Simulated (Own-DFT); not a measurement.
# Stretching a layer in its plane: wurtzite AlN, 72 atoms (Al36N36)

Calculated, not measured: single-point runs of Own-DFT, a retired in-house plane-wave DFT program that no person has reviewed, on unrelaxed cells, without spin or spin-orbit coupling.

All runs used: PBE; PseudoDojo norm-conserving scalar-relativistic files; cutoff 42 hartree; 3 x 3 x 2 k mesh centred on Gamma; Fermi-Dirac smearing of 0.1 eV.

Known weak points: forces on such cells moved up to 12 meV/angstrom on a denser k mesh; stress not checked against mesh or cutoff.

Unstrained cell vectors in Å: (9.336, 0.000, 0.000); (-4.668, 8.085, 0.000); (0.000, 0.000, 9.964). The unstrained cell has measured lattice constants (interpolated for alloys), not those of this functional. That, the random moves and any unrelaxed bonds set the pressure at no strain. Each run strains x and y alike by e, as a substrate would, and holds the height along z. All atoms carry random offsets, Gaussian with a width of 0.05 Å per axis. Stress is positive in tension.

```
e (%),u (Å),(s_xx + s_yy)/2 (GPa),s_zz (GPa)
-3.00,0.051,-26.78,-9.09
-2.75,0.054,-25.28,-9.73
-1.25,0.052,-14.35,-8.67
-1.00,0.048,-11.89,-6.80
-0.50,0.051,-8.69,-6.66
0.75,0.048,-1.17,-3.12
1.25,0.051,1.34,-5.25
1.50,0.047,?,?
1.75,0.052,2.77,-2.37
2.75,0.051,8.25,-2.60
```

## What the rows give

With e as a fraction, the in-plane stress is -5.8 + 600 e - 3589 e² GPa (errors 9 and 511, scatter 0.48), and s_zz is -5.7 + 135 e GPa (slope ± 19, scatter 1.04). At e = 0 the first slope is C11 + C12 and the second 2 C13, both with the ions held to the strained lattice and at the cell's own pressure. The term in e² is negative: the layer stiffens under compression and softens under tension. A free layer would change its height as e changes, and the in-plane slope would drop by 2 C13²/C33 to the biaxial modulus. At fixed height, a misfit of 1 % moves the in-plane stress by about 6.0 GPa and s_zz by 1.3 GPa.

## Test on the hidden row

Question: what are the two stresses at e = 1.50 %?

Estimate: 2.4 and -3.7 GPa. The hidden result is 2.76 and -4.69 GPa.
